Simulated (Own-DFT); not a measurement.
Simulation results for SiC (4H silicon carbide, atoms displaced)

All values are calculated (Own-DFT development build). A calculation, not a measurement: plane-wave PBE density functional theory by an unreviewed code, no spin, of a simulated periodic cell, stress positive in tension, free energy of the whole cell less one offset for each atom, forces on such cells passed a denser k mesh, this cell's mesh not checked; offsets are fitted by least squares, one for each functional and potential file, so energies compare only between cells with the same atoms and settings and are not formation energies; the far tail of each file's local potential was reset to the Coulomb form; each entry is a single point on an unrelaxed cell, so the pressure reflects the starting lattice, mostly measured values (interpolated for alloys), from which strain is counted, and rises with the displacements; printed positions are rounded, which can move forces by about a meV/angstrom; the program, named Own-DFT, is a retired in-house code; no spin-orbit coupling.

### SiC (4H silicon carbide, atoms displaced)

```
CELL_PARAMETERS angstrom
6.16540 0.00000 0.00000
-3.08270 5.33940 0.00000
0.00000 0.00000 10.06810
ATOMIC_POSITIONS crystal
Si 0.98566 0.99180 0.40900
Si 0.17117 0.34626 0.15818
C 0.98914 0.99410 0.09148
C 0.15740 0.32762 0.34479
Si 0.97141 0.48500 0.40256
Si 0.16577 0.82702 0.15472
C 0.01633 0.49418 0.08898
C 0.15700 0.81603 0.34574
Si 0.50447 0.00528 0.41387
Si 0.67588 0.32889 0.15600
C 0.52469 0.01227 0.09800
C 0.68346 0.35862 0.33360
Si 0.49810 0.50154 0.39708
Si 0.68751 0.85382 0.15292
C 0.50368 0.50633 0.08693
C 0.65173 0.83584 0.34139
Si 0.99784 0.99225 0.90523
Si 0.82865 0.68699 0.65392
C 0.00102 0.00142 0.60124
C 0.82521 0.66511 0.84820
Si 0.99069 0.51071 0.92184
Si 0.82276 0.17706 0.65138
C 0.00696 0.50822 0.59901
C 0.83872 0.16163 0.85428
Si 0.50449 0.00315 0.89657
Si 0.32504 0.66507 0.65359
C 0.48142 0.97640 0.59133
C 0.34683 0.67066 0.85073
Si 0.50093 0.49893 0.91419
Si 0.33329 0.15760 0.66111
C 0.50900 0.50193 0.59037
C 0.33631 0.16994 0.84949
```

```
functional                        : PBE
potential files                   : PseudoDojo norm-conserving, scalar-relativistic, standard set
wave cutoff                       : 42 hartree
occupations                       : Fermi-Dirac
smearing width                    : 0.1 eV
hardware                          : one NVIDIA H100
k mesh                            : 5 x 5 x 3 centred on Gamma
free energy of cell above offsets : -1.365 eV
pressure                          : 6.39 GPa
stress xx                         : -5.93 GPa
stress yy                         : -5.44 GPa
stress zz                         : -7.79 GPa
stress yz                         : 0.77 GPa
stress xz                         : -1.68 GPa
stress xy                         : -0.94 GPa
wall time                         : 118.7 s
```

Force:
```
element  x (eV/Å)  y (eV/Å)  z (eV/Å)
     Si     1.163    -0.044    -0.508
     Si     2.322    -2.195    -0.287
      C     3.688     1.754     0.017
      C    -0.028    -0.135     0.052
     Si     4.789     2.799     2.352
     Si     0.607     1.358     0.624
      C    -2.606     1.436     3.546
      C    -0.345     1.808    -0.017
     Si     -1.75    -0.694    -3.041
     Si    -1.039     1.418    -1.689
      C    -2.644    -1.313    -1.506
      C    -3.355    -3.443     1.346
     Si    -0.721     0.209     1.314
     Si    -2.106    -2.841     0.912
      C     0.777    -0.234     4.014
      C     1.538     0.177     0.381
     Si    -0.166     0.739     0.531
     Si     1.655     -2.89     1.651
      C    -0.996     1.902    -1.612
      C      0.63    -0.034    -0.696
     Si     2.169    -1.143    -5.715
     Si     1.673    -0.756     2.398
      C    -2.749     -0.86    -1.748
      C    -1.216     1.833    -2.226
     Si     0.736     -0.18     2.559
     Si     2.099    -1.909     2.008
      C     0.461     3.397     0.944
      C    -2.135    -0.539    -1.404
     Si    -0.522     0.313    -2.586
     Si     -0.67     1.533    -0.393
      C     -1.26    -0.883    -0.332
      C     0.001    -0.585     -0.89
```
